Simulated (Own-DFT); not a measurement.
# What it costs to cut wurtzite GaN, m plane (10-10)

Calculated, not measured: single-point runs of Own-DFT, a retired in-house plane-wave DFT program that no person has reviewed, on unrelaxed cells, without spin or spin-orbit coupling.

Limits (not all hold for every row): k mesh not checked against a denser one; forces on such cells passed a denser k mesh, each cell not checked.

Both sets of runs: PBE; PseudoDojo norm-conserving scalar-relativistic files (stringent for Ga); cutoff 96 hartree; Gaussian smearing of 0.01 eV. The slab has 64 atoms in 16 layers, two equal faces of 33.07 Å² as cut, 15 Å of vacuum, a dipole correction along the normal and a 6 x 6 x 1 mesh. The bulk cell has 96 atoms, the same measured lattice constants and a 3 x 4 x 3 mesh. In the slab only the 16 atoms nearest the faces were moved at random; u is their rms move along one axis. Energies are counted from -3520.29 eV for each atom.

```
slab run   u (Å)  E (eV, cell)
       1  0.0516         8.564
       2  0.0528         9.087
       3  0.0599         8.861
       4  0.0819        10.718
       5  0.0911        12.232
       6  0.1001        10.965
       7  0.1012        12.352
       8  0.1047        11.967
       9  0.1064        12.987
      10  0.1070        12.772
      11  0.1090        12.120
      12  0.1118        11.994
```

| bulk run | u (Å) | E (meV/atom) |
|---|---|---|
| 1 | 0.0188 | 0.92 |
| 2 | 0.0189 | 1.26 |
| 3 | 0.0196 | 2.35 |
| 4 | 0.0197 | 1.03 |
| 5 | 0.0199 | 1.46 |
| 6 | 0.0199 | 2.19 |
| 7 | 0.0481 | 54.90 |
| 8 | 0.0502 | 55.01 |
| 9 | 0.0506 | 61.74 |
| 10 | 0.0513 | 66.15 |

Question: what is the energy of the unrelaxed surface?

## Answer

Take each set to u = 0 with E = a + b u². Rows are weighted down as u grows, with residuals divided by u² + 0.0006 Å². Slab: a = 7.62 ± 0.22 eV. Bulk: a = -8.8 ± 0.4 meV/atom. The excess is 7.62 - 64 x (-0.0088) = 8.18 ± 0.23 eV. Over two faces that is 124 meV/Å², or 1.98 ± 0.05 J/m². Relaxing the faces would lower the energy, and the unlike meshes and the reach from the smallest u down to zero add errors that aren't counted here.
